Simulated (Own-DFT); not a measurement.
SiC (twinned 3C silicon carbide, strained, atoms displaced) (calculated)

A calculation, not a measurement: plane-wave PBE density functional theory by an unreviewed code, no spin, of a simulated periodic cell, stress positive in tension, free energy of the whole cell less one offset for each atom, forces on such cells passed a denser k mesh, this cell's mesh not checked; offsets are fitted by least squares, one for each functional and potential file, so energies compare only between cells with the same atoms and settings and are not formation energies; the far tail of each file's local potential was reset to the Coulomb form; each entry is a single point on an unrelaxed cell, so the pressure reflects the starting lattice, mostly measured values (interpolated for alloys), from which strain is counted, and rises with the displacements; printed positions are rounded, which can move forces by about a meV/angstrom; the program, named Own-DFT, is a retired in-house code; no spin-orbit coupling. Program: Own-DFT development build.

Settings shared by all entries: functional PBE; potential files PseudoDojo norm-conserving, scalar-relativistic, standard set; wave cutoff 42 hartree; occupations Fermi-Dirac; smearing width 0.1 eV; hardware one NVIDIA H100; k mesh 5 x 5 x 2 centred on Gamma.

(1) SiC (twinned 3C silicon carbide, strained, atoms displaced)

```
SiC
1.0
      4.3870    -4.3770     0.0712
     -0.0290     4.4192    -4.2895
      9.0491     8.8866     8.6851
Si C Si C Si C Si C Si C Si C Si C Si C Si C Si C Si C Si C Si C Si C Si C Si C Si C Si C Si C Si C Si C Si C Si C Si C
1 1 1 1 1 1 1 1 1 1 1 1 1 1 1 1 1 1 1 1 1 1 1 1 1 1 1 1 1 1 1 1 1 1 1 1 1 1 1 1 1 1 1 1 1 1 1 1
Direct
  0.01879 0.01719 0.43556
  0.99465 0.99374 0.06175
  0.16751 0.33345 0.10320
  0.15174 0.31853 0.23413
  0.33652 0.17102 0.27393
  0.33032 0.16798 0.39653
  0.98144 0.51555 0.43599
  0.00309 0.50834 0.05679
  0.17982 0.83467 0.09926
  0.16834 0.84119 0.23424
  0.34255 0.65440 0.27348
  0.33982 0.66921 0.39653
  0.49224 0.98315 0.43565
  0.48643 0.99084 0.05988
  0.66317 0.33655 0.10086
  0.65185 0.32176 0.23207
  0.82922 0.16431 0.26413
  0.84136 0.17388 0.38937
  0.51272 0.51006 0.43951
  0.50394 0.50728 0.06321
  0.67943 0.84013 0.10265
  0.66374 0.82217 0.22933
  0.84889 0.67152 0.26626
  0.83518 0.66892 0.39810
  0.99916 0.01084 0.93417
  0.99077 0.99936 0.56498
  0.83943 0.65662 0.60490
  0.82911 0.66613 0.73016
  0.66029 0.83131 0.77501
  0.64808 0.82137 0.89259
  0.98502 0.48413 0.93436
  0.99510 0.49853 0.55896
  0.83598 0.15864 0.59649
  0.81969 0.16957 0.73225
  0.67831 0.34670 0.76748
  0.68967 0.35345 0.89408
  0.48921 0.99053 0.94133
  0.49662 0.00916 0.56577
  0.34466 0.68496 0.59987
  0.35048 0.67683 0.72966
  0.15607 0.84768 0.76975
  0.17725 0.83406 0.89618
  0.51607 0.50866 0.93822
  0.49650 0.49778 0.56302
  0.33087 0.16336 0.60391
  0.33969 0.16080 0.72907
  0.17499 0.33525 0.76962
  0.16039 0.34224 0.89607
```

It finds free energy of cell above offsets -2.667 eV; pressure 4.36 GPa; stress xx -0.91 GPa; stress yy -0.77 GPa; stress zz -11.41 GPa; stress yz -0.16 GPa; stress xz 8.37 GPa; stress xy 5.44 GPa; wall time 192.3 s.

Force:
```
element  x (eV/Å)  y (eV/Å)  z (eV/Å)
     Si    -2.242     2.116     1.596
      C     1.386    -0.853    -1.623
     Si    -0.229     0.544     0.236
      C     0.826    -2.013    -2.821
     Si    -1.285     0.678     1.058
      C     2.142    -1.569    -1.046
     Si     2.268    -4.231     2.399
      C     0.381     0.078     2.111
     Si    -1.651     3.381     2.212
      C      0.54    -3.432    -0.803
     Si    -1.422     1.863    -0.458
      C     -1.23    -0.336     1.154
     Si     1.736     1.212    -2.416
      C     3.668    -1.158    -1.464
     Si     0.698     0.142     0.792
      C     0.817    -1.779    -2.729
     Si     0.038     1.783     2.311
      C     0.037     1.353     0.965
     Si    -1.359     0.605      1.08
      C     -0.35    -0.513     0.081
     Si    -1.244     1.499     1.531
      C     0.166    -0.838    -1.348
     Si    -1.144     1.918     2.131
      C    -1.431     0.828    -3.218
     Si    -0.029    -0.946     1.592
      C     0.552    -2.912    -0.064
     Si    -1.105     1.773     -0.43
      C     0.188     0.326    -2.045
     Si    -0.616    -0.794    -1.875
      C      2.83     1.152    -0.873
     Si     3.714     0.271     -2.17
      C     1.169    -0.343    -0.258
     Si     0.802     3.714     0.506
      C     1.126    -2.991    -0.708
     Si    -0.315     0.458     2.622
      C    -4.259     1.048     2.148
     Si    -0.277    -1.533    -2.383
      C    -0.669    -2.051    -1.569
     Si    -0.004      0.04     3.472
      C     -2.81     0.648     0.089
     Si     1.717    -2.386     3.004
      C    -2.132     1.565    -0.552
     Si    -1.597     0.162     1.451
      C     0.654     0.006    -0.777
     Si    -0.054     1.396    -0.178
      C    -0.129     1.449     -2.51
     Si    -0.938     0.931    -0.368
      C     1.066    -2.259     0.145
```

(2) SiC (twinned 3C silicon carbide, strained, atoms displaced)

```
SiC
1.0
      4.2717    -4.3122     0.0971
     -0.0275     4.3818    -4.3420
      8.9173     8.8041     8.7794
Si C Si C Si C Si C Si C Si C Si C Si C Si C Si C Si C Si C Si C Si C Si C Si C Si C Si C Si C Si C Si C Si C Si C Si C
1 1 1 1 1 1 1 1 1 1 1 1 1 1 1 1 1 1 1 1 1 1 1 1 1 1 1 1 1 1 1 1 1 1 1 1 1 1 1 1 1 1 1 1 1 1 1 1
Direct
  0.99952 0.00533 0.43715
  0.98070 0.99238 0.06418
  0.16889 0.33293 0.10104
  0.17234 0.32684 0.22279
  0.31187 0.14684 0.27560
  0.36631 0.19433 0.39625
  0.99256 0.50264 0.43386
  0.00907 0.50877 0.06124
  0.17262 0.81720 0.10419
  0.18372 0.83734 0.22941
  0.32633 0.65518 0.27293
  0.33061 0.66044 0.39645
  0.48777 0.99769 0.43695
  0.49243 0.98983 0.06167
  0.67716 0.34817 0.10321
  0.66040 0.33986 0.23038
  0.83247 0.16704 0.27384
  0.83163 0.16844 0.39135
  0.50343 0.49893 0.43696
  0.50880 0.50849 0.06155
  0.66839 0.82924 0.10425
  0.68207 0.85209 0.22545
  0.82086 0.64713 0.27187
  0.83587 0.65415 0.39913
  0.98664 0.00769 0.94331
  0.98818 0.99119 0.56313
  0.83649 0.68412 0.60276
  0.83445 0.66611 0.73010
  0.65511 0.83996 0.76846
  0.67153 0.84137 0.89666
  0.00832 0.50218 0.94286
  0.99244 0.48965 0.55658
  0.84097 0.17515 0.59947
  0.83053 0.16465 0.72575
  0.67114 0.33293 0.77009
  0.65386 0.32050 0.89932
  0.47059 0.98937 0.93514
  0.51447 0.00998 0.56163
  0.31971 0.65800 0.60551
  0.34116 0.67356 0.73344
  0.15813 0.83370 0.77056
  0.15302 0.81462 0.89793
  0.48955 0.48906 0.93749
  0.50399 0.50481 0.56209
  0.33120 0.14966 0.60454
  0.32980 0.16255 0.72884
  0.16592 0.34104 0.76697
  0.15724 0.31848 0.89051
```

It finds free energy of cell above offsets -2.782 eV; pressure 9.05 GPa; stress xx -12.22 GPa; stress yy -4.23 GPa; stress zz -10.71 GPa; stress yz 0.43 GPa; stress xz 9.97 GPa; stress xy 4.53 GPa; wall time 188.8 s.

Force:
```
element  x (eV/Å)  y (eV/Å)  z (eV/Å)
     Si     0.226    -0.547     0.195
      C     3.001     -2.35     -1.76
     Si     0.197     0.014     0.995
      C      0.64      2.15     0.955
     Si     0.835    -0.956    -3.023
      C    -4.053    -0.199     3.086
     Si     1.755    -1.633      2.14
      C     0.016    -0.832     2.073
     Si     0.539     3.349    -1.746
      C    -1.933     0.304     2.125
     Si     0.624    -1.398    -1.517
      C     0.061    -0.119     -0.71
     Si     1.445    -1.179     0.272
      C      1.34    -0.083    -1.616
     Si    -1.317    -0.016      2.34
      C    -0.862     -2.03     1.489
     Si    -1.455    -1.201    -2.127
      C     1.076     0.605     1.506
     Si     1.389     2.734    -0.681
      C    -0.969    -0.594      0.94
     Si    -1.294      2.38     0.115
      C    -0.329     0.181     3.239
     Si     1.538     1.249    -3.007
      C    -1.127     1.521    -3.743
     Si    -0.292    -2.502     0.704
      C     1.092    -0.479    -3.275
     Si    -0.551    -1.245     4.178
      C     -1.56     0.307    -0.847
     Si      4.17    -1.251     1.091
      C    -2.752     0.259     0.677
     Si    -3.038    -1.392     0.338
      C     1.188     1.724    -1.486
     Si     0.551     0.652     1.742
      C     0.064     0.004    -1.276
     Si     -0.12     0.959     0.588
      C     0.382    -0.563    -1.532
     Si     3.369    -1.399     0.431
      C    -2.403    -0.019     1.496
     Si     1.027    -1.032     -1.06
      C    -4.004     0.379    -0.497
     Si     1.388     0.316      0.92
      C    -1.767     1.293    -1.919
     Si     0.595    -0.288    -1.692
      C    -0.986     0.408     1.147
     Si     0.614     1.296     -1.79
      C     0.026     0.117    -0.667
     Si     0.395    -0.559     1.831
      C     1.271     1.665    -0.641
```

(3) SiC (twinned 3C silicon carbide, strained, atoms displaced)

```
SiC
1.0
      4.3868    -4.2813     0.1288
     -0.0263     4.3838    -4.4742
      9.1326     8.6640     8.8974
Si C Si C Si C Si C Si C Si C Si C Si C Si C Si C Si C Si C Si C Si C Si C Si C Si C Si C Si C Si C Si C Si C Si C Si C
1 1 1 1 1 1 1 1 1 1 1 1 1 1 1 1 1 1 1 1 1 1 1 1 1 1 1 1 1 1 1 1 1 1 1 1 1 1 1 1 1 1 1 1 1 1 1 1
Direct
  0.98677 0.99350 0.43465
  0.99799 0.99944 0.06147
  0.16466 0.33194 0.10301
  0.16238 0.33778 0.22555
  0.31679 0.15886 0.27428
  0.34482 0.17328 0.39599
  0.01620 0.49794 0.43852
  0.00182 0.49732 0.06354
  0.15005 0.82234 0.09781
  0.14899 0.82385 0.23173
  0.33281 0.67442 0.26773
  0.31997 0.66670 0.39348
  0.49385 0.00901 0.43687
  0.50488 0.99644 0.06159
  0.66985 0.32795 0.10322
  0.65264 0.32965 0.23013
  0.82949 0.17639 0.26848
  0.84124 0.16836 0.39939
  0.49367 0.49960 0.44369
  0.50098 0.51244 0.06234
  0.66841 0.82784 0.10742
  0.67309 0.84273 0.23044
  0.82218 0.65760 0.26954
  0.84290 0.67365 0.39331
  0.02777 0.01360 0.93700
  0.99302 0.99549 0.56790
  0.83477 0.67040 0.60239
  0.84162 0.65215 0.72341
  0.66090 0.81492 0.77308
  0.66000 0.81801 0.89616
  0.99566 0.50806 0.94195
  0.99769 0.49422 0.56724
  0.83570 0.17453 0.60470
  0.83642 0.15769 0.73016
  0.66746 0.31854 0.77225
  0.66483 0.34834 0.89308
  0.50615 0.00001 0.94111
  0.50380 0.00429 0.55981
  0.35323 0.66003 0.60279
  0.32292 0.65771 0.72746
  0.17906 0.83309 0.76824
  0.15622 0.82239 0.90009
  0.48319 0.49819 0.93324
  0.49274 0.49526 0.56089
  0.34560 0.17149 0.60358
  0.33184 0.16731 0.73407
  0.17335 0.34255 0.76728
  0.17713 0.34458 0.90495
```

It finds free energy of cell above offsets -3.737 eV; pressure -0.2 GPa; stress xx 3.27 GPa; stress yy -4.69 GPa; stress zz 2.01 GPa; stress yz -2.91 GPa; stress xz 6.88 GPa; stress xy 4.81 GPa; wall time 195.7 s.

Force:
```
element  x (eV/Å)  y (eV/Å)  z (eV/Å)
     Si     2.037    -0.158     0.507
      C      0.49    -0.369    -0.332
     Si     0.631    -0.288     0.101
      C     0.876     0.164     0.463
     Si    -0.596    -0.497    -0.984
      C    -1.172     1.657     0.097
     Si     -2.28     2.836     1.115
      C    -0.486     0.012     0.043
     Si     2.716     1.015     -0.04
      C     0.465    -1.395    -1.805
     Si    -0.301     0.229      0.91
      C     2.943    -1.719    -1.288
     Si     0.647    -1.561     0.825
      C     0.248     0.916     0.506
     Si    -1.149     1.747     0.197
      C    -0.199    -0.761    -0.198
     Si     0.747     0.223     1.009
      C    -1.794     0.021    -1.037
     Si    -1.214    -2.258    -2.614
      C    -0.011    -1.659     1.225
     Si    -0.813     0.462    -0.956
      C    -0.564    -0.107     0.201
     Si     0.227     1.198      0.36
      C    -0.682     0.539      1.93
     Si    -2.383     1.808     1.299
      C    -0.109    -1.062    -1.687
     Si     0.676    -0.482     0.798
      C       0.2     1.945     0.599
     Si     0.612    -0.744    -1.032
      C     0.965     0.532    -2.289
     Si    -1.073    -1.094     0.757
      C     0.289    -1.083    -2.049
     Si    -0.028    -0.455     1.304
      C    -0.447     0.138     0.497
     Si     0.188     0.389    -1.434
      C     0.804    -0.854     2.218
     Si    -0.931    -0.765    -0.948
      C     0.424    -0.106     1.144
     Si    -1.958     4.305    -1.002
      C     1.786     -1.43    -1.074
     Si    -1.233     2.052     0.762
      C     1.092    -1.652    -2.183
     Si     5.122    -0.374     0.085
      C     1.925     -1.48     0.937
     Si    -1.168     1.046     1.698
      C    -0.101    -1.609    -0.727
     Si    -0.092     0.769     2.487
      C    -5.327    -0.039    -0.394
```

(4) SiC (twinned 3C silicon carbide, strained, atoms displaced)

```
SiC
1.0
      4.3202    -4.2892    -0.0183
      0.0501     4.3211    -4.3258
      8.8618     8.8363     8.7455
Si C Si C Si C Si C Si C Si C Si C Si C Si C Si C Si C Si C Si C Si C Si C Si C Si C Si C Si C Si C Si C Si C Si C Si C
1 1 1 1 1 1 1 1 1 1 1 1 1 1 1 1 1 1 1 1 1 1 1 1 1 1 1 1 1 1 1 1 1 1 1 1 1 1 1 1 1 1 1 1 1 1 1 1
Direct
  0.00491 0.99482 0.44324
  0.99939 0.00219 0.06755
  0.15781 0.31337 0.10875
  0.16120 0.32372 0.23260
  0.33761 0.17216 0.27094
  0.32197 0.15703 0.39276
  0.99519 0.49455 0.43825
  0.98486 0.48000 0.05988
  0.17546 0.84980 0.10875
  0.17056 0.82977 0.23697
  0.32542 0.64914 0.27686
  0.33487 0.68783 0.39473
  0.50503 0.99831 0.42840
  0.50724 0.00841 0.05805
  0.66399 0.33483 0.10660
  0.67654 0.33912 0.23625
  0.82810 0.15702 0.27253
  0.82300 0.16813 0.39110
  0.50714 0.50175 0.43829
  0.49430 0.49504 0.06219
  0.66750 0.82905 0.10315
  0.67213 0.83120 0.23116
  0.84500 0.67857 0.27591
  0.83632 0.67493 0.39625
  0.00827 0.01878 0.93784
  0.98820 0.99891 0.55506
  0.83038 0.65774 0.60353
  0.83327 0.65781 0.72533
  0.66625 0.83854 0.77568
  0.67870 0.83131 0.89359
  0.00296 0.50366 0.93277
  0.00398 0.52067 0.56624
  0.83289 0.16856 0.60121
  0.83505 0.14980 0.72914
  0.65126 0.33371 0.77243
  0.67929 0.32708 0.90383
  0.49444 0.01504 0.93766
  0.50642 0.00840 0.56464
  0.32839 0.65728 0.60321
  0.33888 0.67652 0.72707
  0.16411 0.81755 0.77144
  0.16662 0.83181 0.90055
  0.47393 0.48328 0.93860
  0.49550 0.49201 0.55965
  0.32888 0.16515 0.59992
  0.33090 0.17126 0.72629
  0.14700 0.32779 0.76745
  0.14416 0.33795 0.89691
```

The calculation gives: free energy of cell above offsets -2.965 eV; pressure 6.61 GPa; stress xx -5.51 GPa; stress yy -8.28 GPa; stress zz -6.03 GPa; stress yz 1.95 GPa; stress xz 1.51 GPa; stress xy 4.81 GPa; wall time 193.3 s.

Force:
```
element  x (eV/Å)  y (eV/Å)  z (eV/Å)
     Si    -3.145     -1.38    -3.003
      C    -1.049    -1.619    -0.112
     Si     0.281     1.878    -2.843
      C    -0.188    -0.048    -0.619
     Si     0.396    -0.482     1.161
      C     1.768     0.931    -0.782
     Si     0.211     0.319    -0.896
      C     2.308     0.709    -1.082
     Si    -0.758    -2.145     2.051
      C    -0.402    -0.997    -1.845
     Si    -0.212    -0.937    -2.254
      C    -0.469    -1.961     4.093
     Si     1.333     3.713     0.323
      C     0.588     1.415     1.978
     Si     0.543    -0.616     0.009
      C    -1.531     -0.29    -1.052
     Si    -0.219    -0.395    -0.842
      C     3.017    -0.601     0.762
     Si    -1.678      0.04    -0.275
      C    -0.125     0.833     0.385
     Si    -0.518      1.07     0.414
      C    -1.386     0.269     0.185
     Si    -1.242    -0.807     0.456
      C     0.389     0.091     1.187
     Si     -0.99    -0.187     2.639
      C     3.143     1.729     2.535
     Si    -0.632     2.724    -1.096
      C     0.552     1.552     0.316
     Si    -0.955    -2.365     0.373
      C    -0.315     2.238     1.355
     Si     1.488     4.248     1.442
      C    -1.116    -3.821     1.358
     Si     0.619     0.888      0.54
      C    -1.849     1.786     -1.89
     Si     0.941    -1.594     0.383
      C    -4.082     1.249    -3.358
     Si     0.686    -2.719      2.61
      C    -1.793    -1.324     0.206
     Si     1.582     0.585    -1.686
      C    -0.035    -0.896     1.742
     Si    -0.309     1.797    -1.824
      C    -0.901     -0.17    -2.268
     Si      2.33    -0.636    -1.726
      C     0.577     0.625    -0.206
     Si     0.216     0.247     0.981
      C     -0.54     0.409     1.242
     Si     2.461    -0.749    -0.503
      C     1.012    -4.605    -0.565
```
